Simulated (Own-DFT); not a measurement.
Simulation results for GaN (wurtzite, strained, atoms displaced)

All values are calculated (Own-DFT development build). A calculation, not a measurement: plane-wave PBE density functional theory by an unreviewed code, no spin, of a simulated periodic cell, stress positive in tension, free energy of the whole cell less one offset for each atom, forces on such cells passed a denser k mesh, this cell's mesh not checked; offsets are fitted by least squares, one for each functional and potential file, so energies compare only between cells with the same atoms and settings and are not formation energies; the far tail of each file's local potential was reset to the Coulomb form; each entry is a single point on an unrelaxed cell, so the pressure reflects the starting lattice, mostly measured values (interpolated for alloys), from which strain is counted, and rises with the displacements; printed positions are rounded, which can move forces by about a meV/angstrom; the program, named Own-DFT, is a retired in-house code; no spin-orbit coupling.

Settings shared by all entries: functional PBE; potential files PseudoDojo norm-conserving, scalar-relativistic, standard set with the stringent files for Ga; wave cutoff 96 hartree; occupations Gaussian; smearing width 0.01 eV; k mesh 3 x 4 x 3 centred on Gamma.

(1) GaN (wurtzite, strained, atoms displaced)

```
GaN
1.0
     12.7560     0.0000     0.0000
     -4.7835     8.2853     0.0000
      0.0000     0.0000    10.4737
Ga N Ga N Ga N Ga N Ga N Ga N Ga N Ga N Ga N Ga N Ga N Ga N Ga N Ga N Ga N Ga N Ga N Ga N Ga N Ga N Ga N Ga N Ga N Ga N
2 2 2 2 2 2 2 2 2 2 2 2 2 2 2 2 2 2 2 2 2 2 2 2 2 2 2 2 2 2 2 2 2 2 2 2 2 2 2 2 2 2 2 2 2 2 2 2
Direct
  0.08286 0.23658 0.98906
  0.17026 0.11881 0.24559
  0.08857 0.22930 0.18794
  0.16550 0.10545 0.43964
  0.08206 0.22202 0.49493
  0.16896 0.11765 0.75058
  0.08853 0.22973 0.68145
  0.16174 0.11394 0.93630
  0.08720 0.56051 0.00343
  0.17090 0.44158 0.25656
  0.07931 0.54705 0.19121
  0.16827 0.45548 0.43845
  0.08635 0.56313 0.50773
  0.17139 0.45093 0.74607
  0.08077 0.55318 0.68180
  0.16364 0.43767 0.93576
  0.08511 0.89181 0.99794
  0.16362 0.77391 0.24529
  0.08721 0.89286 0.18420
  0.16856 0.77997 0.43641
  0.09028 0.89718 0.50270
  0.17188 0.78108 0.74328
  0.08003 0.88745 0.68604
  0.16280 0.77967 0.94621
  0.33179 0.21997 0.99891
  0.41450 0.10569 0.24988
  0.33371 0.21988 0.18870
  0.42100 0.11284 0.44190
  0.34364 0.22609 0.50043
  0.41904 0.10882 0.74856
  0.33346 0.21895 0.68786
  0.41562 0.09861 0.93606
  0.32928 0.55250 0.00028
  0.41256 0.42790 0.24538
  0.32559 0.55464 0.19263
  0.41459 0.44278 0.43057
  0.33379 0.55618 0.50172
  0.41814 0.44417 0.75037
  0.33377 0.56207 0.69633
  0.41170 0.44536 0.93232
  0.32954 0.88819 0.00636
  0.40813 0.76170 0.24246
  0.33401 0.88861 0.18862
  0.41615 0.78278 0.44038
  0.33046 0.87839 0.49850
  0.41730 0.77768 0.74541
  0.33033 0.88678 0.69070
  0.41169 0.77296 0.93962
  0.58352 0.22538 0.99567
  0.66989 0.11319 0.25491
  0.57963 0.21547 0.19200
  0.66018 0.11316 0.43577
  0.58707 0.22842 0.49783
  0.66936 0.11575 0.74868
  0.58636 0.22566 0.68316
  0.66818 0.12169 0.93644
  0.58175 0.54972 0.00412
  0.66363 0.44417 0.24919
  0.59176 0.56402 0.18694
  0.66226 0.43875 0.44015
  0.57870 0.55257 0.50433
  0.66166 0.44093 0.74642
  0.58516 0.54933 0.68572
  0.66772 0.45395 0.94107
  0.58000 0.88501 0.00247
  0.66930 0.77677 0.23451
  0.58252 0.88231 0.18875
  0.66495 0.77122 0.43695
  0.58753 0.88984 0.49920
  0.67435 0.77843 0.74998
  0.57957 0.88879 0.69272
  0.65670 0.76281 0.93033
  0.83117 0.22070 0.99695
  0.91845 0.10900 0.25022
  0.83039 0.22553 0.18961
  0.91762 0.11278 0.43849
  0.83256 0.21970 0.49856
  0.92181 0.11131 0.74759
  0.83109 0.21676 0.69108
  0.91919 0.10816 0.94330
  0.82730 0.53635 0.01347
  0.91381 0.44177 0.24317
  0.83160 0.55926 0.18998
  0.91389 0.43814 0.43649
  0.83589 0.55835 0.50368
  0.91213 0.44338 0.74631
  0.82619 0.55064 0.68750
  0.91037 0.44013 0.93657
  0.82901 0.89254 0.99868
  0.90910 0.77214 0.24886
  0.83340 0.88844 0.18672
  0.91846 0.77149 0.44092
  0.83595 0.89950 0.49941
  0.91324 0.77362 0.75304
  0.83390 0.89555 0.69707
  0.91596 0.77647 0.93377
```

Results for GaN (wurtzite, strained, atoms displaced): free energy of cell above offsets -6.116 eV; pressure 4.86 GPa; stress xx -4.92 GPa; stress yy -7.35 GPa; stress zz -2.3 GPa; stress yz 0.21 GPa; stress xz 0.72 GPa; stress xy -0.19 GPa.

Force:
```tsv
element	x (eV/Å)	y (eV/Å)	z (eV/Å)
Ga	0.927	-3.236	2.26
Ga	-0.504	-1.577	0.839
N	-0.654	-0.711	-0.402
N	0.166	2.097	-0.894
Ga	1.001	0.767	0.215
Ga	-0.048	-0.888	-0.373
N	-0.327	-0.338	0.563
N	0.82	0.318	0.156
Ga	-0.796	-0.808	-0.269
Ga	-2.087	-0.025	0.023
N	0.494	0.623	-0.545
N	0.519	-1.141	0.646
Ga	-0.81	-0.638	-2.657
Ga	-1.015	-0.649	0.307
N	0.023	0.336	2.392
N	-0.471	3.396	-0.98
Ga	-1.683	-0.02	0.077
Ga	-0.112	0.115	0.668
N	-0.83	-0.198	0.532
N	-0.391	-0.174	-0.116
Ga	-0.479	-1.541	-0.384
Ga	-1.965	-0.641	1.41
N	0.446	0.315	0.721
N	1.255	-0.453	-1.579
Ga	-0.033	-0.184	-0.763
Ga	0.512	0.052	0.943
N	0.382	-0.771	-1.148
N	-0.389	-0.868	-0.656
Ga	-1.368	-0.705	-0.016
Ga	-0.096	0.065	-0.067
N	0.25	0.65	0.059
N	-0.78	1.699	0.09
Ga	0.08	0.278	-0.03
Ga	-0.05	3.027	0.602
N	2.217	-1.82	-1.748
N	-0.046	0.184	0.826
Ga	0.009	0.316	-0.124
Ga	-0.193	0.037	-0.361
N	1.131	-1.105	-1.651
N	0.958	-0.636	1.502
Ga	0.598	-0.68	-0.836
Ga	0.642	3.035	1.721
N	-0.197	-0.609	0.35
N	1.492	-1.254	-0.799
Ga	-0.497	1.766	0.328
Ga	-0.32	0.785	1.442
N	1.136	0.428	-0.903
N	-0.076	0.354	0.022
Ga	-0.366	-0.147	0.926
Ga	-0.908	-0.813	-0.796
N	0.139	0.89	-0.962
N	1.993	-0.653	0.693
Ga	-0.459	-0.894	0.341
Ga	-0.56	-0.815	0.245
N	-0.297	-0.756	0.718
N	0.333	-1.554	0.034
Ga	-0.979	0.395	-0.781
Ga	0.46	-0.804	1.006
N	-1.359	-2.264	-0.252
N	0.144	1.826	-0.75
Ga	0.731	0.148	-1.286
Ga	1.003	-0.029	1.07
N	-1.538	1.041	0.374
N	0.439	-1.667	-0.747
Ga	-0.215	0.305	-0.917
Ga	-0.744	0.719	2.446
N	-0.647	0.611	-0.166
N	0.248	0.912	-0.227
Ga	-0.78	-0.163	0.1
Ga	-2.091	-0.566	-0.287
N	1.446	0.283	-0.818
N	0.251	1.641	1.515
Ga	0.452	-0.128	0.397
Ga	-0.203	0.808	-0.536
N	1.049	-1.104	-0.725
N	-0.201	0.093	-0.578
Ga	-0.778	0.428	0.301
Ga	-0.371	0.996	0.766
N	0.779	0.582	-0.764
N	-1.36	0.72	-1.051
Ga	-0.442	2.249	-2.343
Ga	0.145	0.554	1.723
N	0.214	-1.185	0.552
N	0.169	0.805	0.135
Ga	-0.327	-1.049	-0.711
Ga	0.24	-0.017	0.443
N	0.58	0.473	0.188
N	1.328	0.35	0.025
Ga	1.136	-1.601	-0.548
Ga	1.588	1.345	0.765
N	0.145	0.651	-0.269
N	-0.772	1.518	-0.531
Ga	0.425	-2.299	0.405
Ga	0.412	0.084	-0.283
N	1.052	-0.534	-1.8
N	-0.345	-0.359	1.562
```

(2) GaN (wurtzite, strained, atoms displaced)

```
GaN
1.0
     12.7560     0.0000     0.0000
     -4.7835     8.2853     0.0000
      0.0000     0.0000    10.4737
Ga N Ga N Ga N Ga N Ga N Ga N Ga N Ga N Ga N Ga N Ga N Ga N Ga N Ga N Ga N Ga N Ga N Ga N Ga N Ga N Ga N Ga N Ga N Ga N
2 2 2 2 2 2 2 2 2 2 2 2 2 2 2 2 2 2 2 2 2 2 2 2 2 2 2 2 2 2 2 2 2 2 2 2 2 2 2 2 2 2 2 2 2 2 2 2
Direct
  0.08382 0.22204 0.99748
  0.16588 0.11050 0.25620
  0.08491 0.22330 0.18862
  0.16849 0.11698 0.44329
  0.08547 0.21487 0.49507
  0.17079 0.12018 0.75689
  0.08431 0.22991 0.68650
  0.16373 0.10948 0.94103
  0.08319 0.55009 0.00611
  0.16439 0.44317 0.25252
  0.08396 0.55975 0.19129
  0.17327 0.45197 0.44122
  0.08319 0.55862 0.49734
  0.17154 0.44732 0.75591
  0.08066 0.55428 0.69991
  0.17230 0.44981 0.93365
  0.07763 0.88329 0.99923
  0.17423 0.77985 0.24348
  0.08353 0.87984 0.19132
  0.17808 0.78356 0.43836
  0.08182 0.88844 0.49591
  0.15290 0.76731 0.74147
  0.08399 0.89019 0.68834
  0.16601 0.78055 0.94313
  0.33299 0.22980 0.00184
  0.41916 0.11435 0.25210
  0.33357 0.21921 0.19126
  0.41720 0.10899 0.42769
  0.34177 0.22318 0.49535
  0.41603 0.10826 0.74784
  0.33058 0.21786 0.69320
  0.41679 0.11528 0.93785
  0.33327 0.55193 0.01192
  0.41507 0.44170 0.25237
  0.34086 0.55531 0.18774
  0.41626 0.44538 0.43243
  0.33457 0.55743 0.49645
  0.41570 0.44132 0.75083
  0.33305 0.55976 0.68612
  0.42118 0.44755 0.93536
  0.32776 0.88282 0.99031
  0.41201 0.77992 0.25029
  0.33122 0.88891 0.19384
  0.41911 0.78259 0.43753
  0.32628 0.87751 0.50619
  0.42851 0.78596 0.75118
  0.33213 0.89186 0.69149
  0.42183 0.78255 0.93372
  0.58286 0.23178 0.99496
  0.66546 0.10393 0.25220
  0.58762 0.22288 0.19702
  0.66031 0.10450 0.43357
  0.58365 0.22334 0.49747
  0.65764 0.10671 0.74682
  0.58671 0.21999 0.68527
  0.65787 0.10572 0.92852
  0.58196 0.54930 0.99944
  0.66670 0.43959 0.24883
  0.58704 0.55713 0.18685
  0.66094 0.44304 0.43336
  0.58210 0.55388 0.49788
  0.66848 0.45064 0.73900
  0.57462 0.55654 0.69544
  0.66874 0.44289 0.93742
  0.58052 0.89216 0.99523
  0.67681 0.77576 0.24560
  0.59066 0.89356 0.19272
  0.66512 0.77891 0.43334
  0.58739 0.89170 0.49896
  0.66658 0.77930 0.74874
  0.58403 0.88787 0.67321
  0.67100 0.78242 0.94198
  0.83331 0.21809 0.99454
  0.91319 0.11825 0.24685
  0.83546 0.23099 0.18562
  0.91750 0.10725 0.43516
  0.82603 0.21502 0.50362
  0.91152 0.10706 0.75116
  0.83018 0.21912 0.68453
  0.90835 0.11749 0.94768
  0.83059 0.55780 0.00834
  0.91334 0.43898 0.24409
  0.82864 0.55369 0.18193
  0.91291 0.43611 0.43037
  0.84337 0.56056 0.49962
  0.91768 0.44975 0.74888
  0.82603 0.54259 0.68511
  0.91086 0.44412 0.93962
  0.83757 0.89405 0.00050
  0.91122 0.78001 0.25664
  0.83855 0.89128 0.19870
  0.92484 0.78342 0.44472
  0.83555 0.88825 0.49995
  0.90902 0.77831 0.75734
  0.83410 0.88411 0.68584
  0.91385 0.76683 0.93914
```

**Q.** Give the missing stress zz for GaN (wurtzite, strained, atoms displaced) (entry 2).
**A.** -3.17 GPa

**Q.** Give the missing stress xx for GaN (wurtzite, strained, atoms displaced) (entry 2).
**A.** -6.6 GPa

**Q.** Give the table of force values for GaN (wurtzite, strained, atoms displaced) (entry 2).
**A.** 
Force:
```tsv
element	x (eV/Å)	y (eV/Å)	z (eV/Å)
Ga	-0.501	0.498	0.587
Ga	0.28	-0.562	-0.782
N	-0.326	-0.094	-0.232
N	1.74	-1.161	-0.888
Ga	-1.913	1.848	1.256
Ga	-0.757	-1.088	-1.097
N	-0.023	-1.054	0.566
N	-0.019	0	0.093
Ga	-0.795	0.584	-1.034
Ga	0.508	0.364	0.171
N	0.445	-1.003	-0.183
N	-1.235	-1.205	-0.671
Ga	0.361	-0.603	0.323
Ga	-0.344	0.255	-1.631
N	0.54	-0.972	-2.105
N	-0.238	-0.626	2.002
Ga	0.88	0.362	0.869
Ga	-1.639	-0.373	1.286
N	-1.323	0.947	-0.011
N	-3.308	-1.47	-0.782
Ga	2.234	1.111	1.177
Ga	1.537	2.07	1.802
N	-1.445	0.27	-0.035
N	-0.589	-1.284	-1.009
Ga	0.671	-0.978	0.157
Ga	0.386	-0.393	-1.447
N	-0.597	0.4	-0.492
N	-0.002	-0.228	2.689
Ga	-0.956	-0.133	0.784
Ga	-0.044	0.584	0.549
N	0.697	0.79	-1.207
N	-0.426	-0.35	0.066
Ga	0.452	0.764	-2.394
Ga	1.216	0.195	-0.639
N	-1.707	0.267	1.029
N	0.194	-0.174	1.216
Ga	0.554	0.649	0.792
Ga	-1.436	-0.091	-0.098
N	0.707	0.004	0.178
N	-1.127	-0.221	0.68
Ga	0.899	1.35	0.949
Ga	1.765	0.221	0.345
N	1.43	0.87	-2.023
N	-0.007	-0.513	0.058
Ga	2.431	2.04	0.257
Ga	-1.735	-1.154	-0.85
N	0.287	-1.163	-0.057
N	-0.969	-1.201	0.722
Ga	0.641	-1.719	1.048
Ga	-0.081	1.083	-0.526
N	-0.467	-0.641	-1.775
N	0.715	1.135	0.872
Ga	-0.125	-0.439	-0.264
Ga	1.764	0.041	-0.078
N	-1.975	0.875	-0.609
N	0.656	0.975	0.994
Ga	0.487	1.084	0.142
Ga	-0.547	0.491	0.089
N	-0.315	-0.712	-0.112
N	1.379	0.622	0.947
Ga	-0.405	0.697	0.149
Ga	-1.139	-1.359	1.499
N	2.022	0.261	-1.613
N	-0.492	1.133	-1.004
Ga	1.203	0.034	1.626
Ga	-2.493	-0.157	0.507
N	-0.51	-1.52	-1.313
N	1.309	-0.392	0.605
Ga	-0.723	-0.798	-1.919
Ga	-0.211	0.086	0.515
N	0.572	0.314	2.659
N	-0.256	-0.364	-0.682
Ga	-4.298	2.084	1.087
Ga	1.003	-0.223	0.591
N	-0.254	-1.86	-0.667
N	-0.495	0.509	0.265
Ga	0.656	0.099	-1.014
Ga	0.394	0.938	-0.347
N	-0.039	0.054	1.017
N	4.457	-2.065	-2.119
Ga	0.35	-1.239	-1.79
Ga	-0.302	1.796	0.436
N	0.656	0.699	2.623
N	0.316	0.668	0.87
Ga	-1.249	-1.02	-0.292
Ga	-0.403	-1.512	0.968
N	0.843	2.192	-0.386
N	0.955	0.054	-0.047
Ga	-0.331	-0.732	0.685
Ga	2.589	-0.952	-0.315
N	-0.32	1.211	-2.07
N	-1.638	-1.303	-1.092
Ga	-0.744	-0.065	-0.381
Ga	2.051	-0.789	-1.048
N	-1.078	0.597	0.34
N	-0.88	1.775	-0.003
```

Further results for GaN (wurtzite, strained, atoms displaced) (entry 2):

- free energy of cell above offsets: -5.245 eV
- pressure: 5.11 GPa
- stress yy: -5.55 GPa
- stress yz: -0.16 GPa
- stress xz: -0.2 GPa
- stress xy: 0.22 GPa
